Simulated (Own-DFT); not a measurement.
# One host, several defects: C11b WSi2

Everything here is calculated. The program is Own-DFT (plane waves, in-house, since retired, never reviewed by a person); positions were held fixed, and spin and spin-orbit coupling were off.

Method: PBE; PseudoDojo norm-conserving scalar-relativistic files; cutoff 50 hartree; 5 x 5 x 5 k mesh centred on Gamma; cold (Marzari-Vanderbilt) smearing of 0.2 eV.

Caveats: forces on such cells failed a check on a denser k mesh; stress not checked against mesh or cutoff.

All runs share one cell, with vectors in Å (-2.148, -5.953, 3.409); (-6.444, 2.976, 1.136); (-2.553, -2.948, -6.757) and a volume of 403.2 Å³. The atoms are randomly displaced, by u rms on each axis. The defect's site can differ from row to row.

| cell | formula | u (Å) | P (GPa) |
|---|---|---|---|
| no defect | Si20W10 | 0.0179 | 4.41 |
| no defect | Si20W10 | 0.0219 | 4.47 |
| no defect | Si20W10 | 0.0498 | 6.14 |
| one Si vacancy | Si19W10 | 0.0313 | 3.26 |
| one Si vacancy | Si19W10 | 0.0468 | 4.23 |
| one Si vacancy | Si19W10 | 0.0502 | 4.59 |
| one W vacancy | Si20W9 | 0.0271 | 3.53 |
| one W vacancy | Si20W9 | 0.0319 | 3.93 |
| one W vacancy | Si20W9 | 0.0449 | 4.61 |
| one W vacancy | Si20W9 | 0.0456 | ? |
| one Si on a W site | Si21W9 | 0.0273 | 6.39 |
| one Si on a W site | Si21W9 | 0.0282 | 6.09 |
| one Si on a W site | Si21W9 | 0.0571 | 7.26 |
| one W on a Si site | Si19W11 | 0.0268 | 9.67 |
| one W on a Si site | Si19W11 | 0.0303 | 10.13 |
| one W on a Si site | Si19W11 | 0.0582 | 11.64 |

## Working it out

P = P0 + c u² + a shift for each defect gives P0 = 4.29 GPa, c = 652 ± 65 GPa/Å² and a scatter of 0.24 GPa. The shifts, and each times the cell's volume:

- one W on a Si site: 5.09 ± 0.20 GPa, 12.8 eV
- one Si on a W site: 1.25 ± 0.20 GPa, 3.1 eV
- one W vacancy: -1.09 ± 0.20 GPa, -2.7 eV
- one Si vacancy: -1.50 ± 0.20 GPa, -3.8 eV

A positive shift means that the defect pushes the cell outwards. Shift times volume (160.2 GPa Å³ is 1 eV) depends little on the cell's size, so, taken for each site, it can be compared between cells at like pressure. The atoms around the defects weren't relaxed, which would change these numbers.

## The run left out

Asked: what pressure belongs in the blank (one W vacancy, u = 0.0456 Å)?

From the fit: 4.56 ± 0.28 GPa. Computed: 4.51 GPa.
